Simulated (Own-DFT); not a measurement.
# One host, several defects: zincblende GaP

No measurement is shown. These are fixed-geometry runs of a retired plane-wave code named Own-DFT, which no person has reviewed; spin and spin-orbit coupling are neglected.

Method: PBE; PseudoDojo norm-conserving scalar-relativistic files; cutoff 42 hartree; 2 x 3 x 3 k mesh centred on Gamma; Fermi-Dirac smearing of 0.1 eV.

Limits (not all hold for every row): not probed for a lower state with spin; forces on such cells failed a check on a denser k mesh; forces on such cells moved up to 12 meV/angstrom on a denser k mesh; forces on such cells passed a denser k mesh, each cell not checked; stress not checked against mesh or cutoff.

All runs share one cell, with vectors in Å (16.352, 0.000, 0.000); (0.000, 10.901, 0.000); (0.000, 0.000, 10.901) and a volume of 1943.1 Å³. u is the rms random offset of the atoms per axis. The defect's site can differ from row to row.

| cell | formula | u (Å) | P (GPa) |
|---|---|---|---|
| no defect | Ga48P48 | 0.0193 | 2.71 |
| no defect | Ga48P48 | 0.0194 | 2.71 |
| no defect | Ga48P48 | 0.0514 | 3.30 |
| one P on a Ga site | Ga47P49 | 0.0298 | 2.93 |
| one P on a Ga site | Ga47P49 | 0.0476 | 3.29 |
| one P on a Ga site | Ga47P49 | 0.0522 | 3.40 |
| two P vacancies | Ga48P46 | 0.0296 | ? |
| two P vacancies | Ga48P46 | 0.0315 | 2.45 |
| two P vacancies | Ga48P46 | 0.0488 | 2.84 |
| two P vacancies | Ga48P46 | 0.0491 | 2.77 |
| one Ga on a P site | Ga49P47 | 0.0294 | 3.14 |
| one Ga on a P site | Ga49P47 | 0.0326 | 3.17 |
| one Ga on a P site | Ga49P47 | 0.0495 | 3.55 |
| two P on a Ga site each | Ga46P50 | 0.0296 | 2.99 |
| two P on a Ga site each | Ga46P50 | 0.0496 | 3.32 |
| two P on a Ga site each | Ga46P50 | 0.0517 | 3.37 |

## Fit

P = P0 + c u² + a shift for each defect gives P0 = 2.63 GPa, c = 250 ± 9 GPa/Å² and a scatter of 0.03 GPa. The shifts, and each times the cell's volume:

- one Ga on a P site: 0.30 ± 0.02 GPa, 3.6 eV
- two P on a Ga site each: 0.10 ± 0.02 GPa, 1.2 eV (0.6 eV for each of its 2 sites)
- one P on a Ga site: 0.09 ± 0.02 GPa, 1.1 eV
- two P vacancies: -0.42 ± 0.02 GPa, -5.1 eV (-2.5 eV for each of its 2 sites)

Positive is outwards. The product with the volume (160.2 GPa Å³ to the eV) is nearly free of the cell's size; divided by the bulk modulus at the cell's pressure it gives the volume that the defect adds. The atoms around the defects weren't relaxed, which would change these numbers.

## Prediction

Q: what pressure belongs in the blank (two P vacancies, u = 0.0296 Å)?

The fitted form gives 2.43 ± 0.03 GPa. DFT gave 2.41 GPa.
